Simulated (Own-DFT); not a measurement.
# One host, several defects: zincblende GaAs

Calculated, not measured: single-point runs of Own-DFT, a retired in-house plane-wave DFT program that no person has reviewed, on unrelaxed cells, without spin or spin-orbit coupling.

Settings: PBE; PseudoDojo norm-conserving scalar-relativistic files; cutoff 42 hartree; 3 x 3 x 3 k mesh centred on Gamma; Fermi-Dirac smearing of 0.1 eV.

Caveats (not all hold for every row): not probed for a lower state with spin; forces not confirmed at this smearing and k mesh; stress not checked against mesh or cutoff.

All runs share one cell, with vectors in Å (10.862, 0.000, 0.000); (0.000, 10.862, 0.000); (0.000, 0.000, 11.796) and a volume of 1391.7 Å³, strained against the parent crystal. u is the rms random offset of the atoms per axis. The defect's site can differ from row to row.

```
cell,formula,u (Å),P (GPa)
no defect,As32Ga32,0.0304,6.67
no defect,As32Ga32,0.0500,7.13
no defect,As32Ga32,0.0543,7.24
one P on an As site,As31Ga32P,0.0290,6.38
one P on an As site,As31Ga32P,0.0302,6.35
one P on an As site,As31Ga32P,0.0513,6.77
one As vacancy and one Ga vacancy,As31Ga31,0.0272,?
one As vacancy and one Ga vacancy,As31Ga31,0.0293,5.96
one As vacancy and one Ga vacancy,As31Ga31,0.0461,6.35
one As vacancy and one Ga vacancy,As31Ga31,0.0521,6.25
one Al on a Ga site,AlAs32Ga31,0.0290,6.65
one Al on a Ga site,AlAs32Ga31,0.0292,6.68
one Al on a Ga site,AlAs32Ga31,0.0537,7.15
one In on a Ga site,As32Ga31In,0.0294,7.47
one In on a Ga site,As32Ga31In,0.0311,7.46
one In on a Ga site,As32Ga31In,0.0327,7.53
```

## Analysis

P = P0 + c u² + a shift for each defect gives P0 = 6.51 GPa, c = 236 ± 22 GPa/Å² and a scatter of 0.06 GPa. The shifts, and each times the cell's volume:

- one In on a Ga site: 0.75 ± 0.06 GPa, 6.5 eV
- one Al on a Ga site: -0.05 ± 0.05 GPa, -0.4 eV (not resolved)
- one P on an As site: -0.36 ± 0.05 GPa, -3.1 eV
- one As vacancy and one Ga vacancy: -0.78 ± 0.05 GPa, -6.8 eV

Against the defect-free cell, a freed cell would be larger where the shift is positive and smaller where it is negative (160.2 GPa Å³ is 1 eV). The atoms around the defects weren't relaxed, which would change these numbers.

## Prediction

Q: what pressure belongs in the blank (one As vacancy and one Ga vacancy, u = 0.0272 Å)?

The fit gives 5.91 ± 0.08 GPa. The hidden result is 6.01 GPa.
